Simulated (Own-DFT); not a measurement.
# Which defects push the lattice out? 4H SiC

Everything here is calculated. The program is Own-DFT (plane waves, in-house, since retired, never reviewed by a person); positions were held fixed, and spin and spin-orbit coupling were off.

All runs used: PBE; PseudoDojo norm-conserving scalar-relativistic files; cutoff 42 hartree; 4 x 4 x 3 k mesh centred on Gamma; Fermi-Dirac smearing of 0.1 eV.

Limits (not all hold for every row): not probed for a lower state with spin; forces on such cells passed a denser k mesh, each cell not checked; stress not checked against mesh or cutoff.

All runs share one cell, with vectors in Å (9.248, 0.000, 0.000); (-4.624, 8.009, 0.000); (0.000, 0.000, 10.068) and a volume of 745.7 Å³. Atoms were moved at random from their sites; u is the rms move along one axis. The defect's site can differ from row to row.

```
                                     cell     formula   u (Å)  P (GPa)
                                no defect     C36Si36  0.0290     3.59
                                no defect     C36Si36  0.0295     3.71
                                no defect     C36Si36  0.0570     5.77
                       one Si on a C site     C35Si37  0.0491    11.72
                       one Si on a C site     C35Si37  0.0492    11.65
                       one Si on a C site     C35Si37  0.0492    12.31
one C on a Si site and one Si on a C site     C36Si36  0.0304     7.42
one C on a Si site and one Si on a C site     C36Si36  0.0311     7.14
one C on a Si site and one Si on a C site     C36Si36  0.0529     8.99
one C on a Si site and one Si on a C site     C36Si36  0.0530        ?
                 two Al on a Si site each  Al2C36Si34  0.0305     5.86
                 two Al on a Si site each  Al2C36Si34  0.0312     5.86
                 two Al on a Si site each  Al2C36Si34  0.0470     6.64
                       one C on a Si site     C37Si35  0.0471     3.22
                       one C on a Si site     C37Si35  0.0477     3.12
                       one C on a Si site     C37Si35  0.0494     3.04
```

## Analysis

P = P0 + c u² + a shift for each defect gives P0 = 2.95 GPa, c = 854 ± 83 GPa/Å² and a scatter of 0.22 GPa. The shifts, and each times the cell's volume:

- one Si on a C site: 6.88 ± 0.19 GPa, 32.0 eV
- one C on a Si site and one Si on a C site: 3.57 ± 0.18 GPa, 16.6 eV
- two Al on a Si site each: 2.00 ± 0.18 GPa, 9.3 eV (4.7 eV for each of its 2 sites)
- one C on a Si site: -1.79 ± 0.19 GPa, -8.4 eV

A positive shift means that the defect pushes the cell outwards. Shift times volume (160.2 GPa Å³ is 1 eV) depends little on the cell's size, so, taken for each site, it can be compared between cells at like pressure. The atoms around the defects weren't relaxed, which would change these numbers.

## Prediction

Question: what pressure belongs in the blank (one C on a Si site and one Si on a C site, u = 0.0530 Å)?

Estimate: 8.91 ± 0.28 GPa. The hidden result is 9.36 GPa.
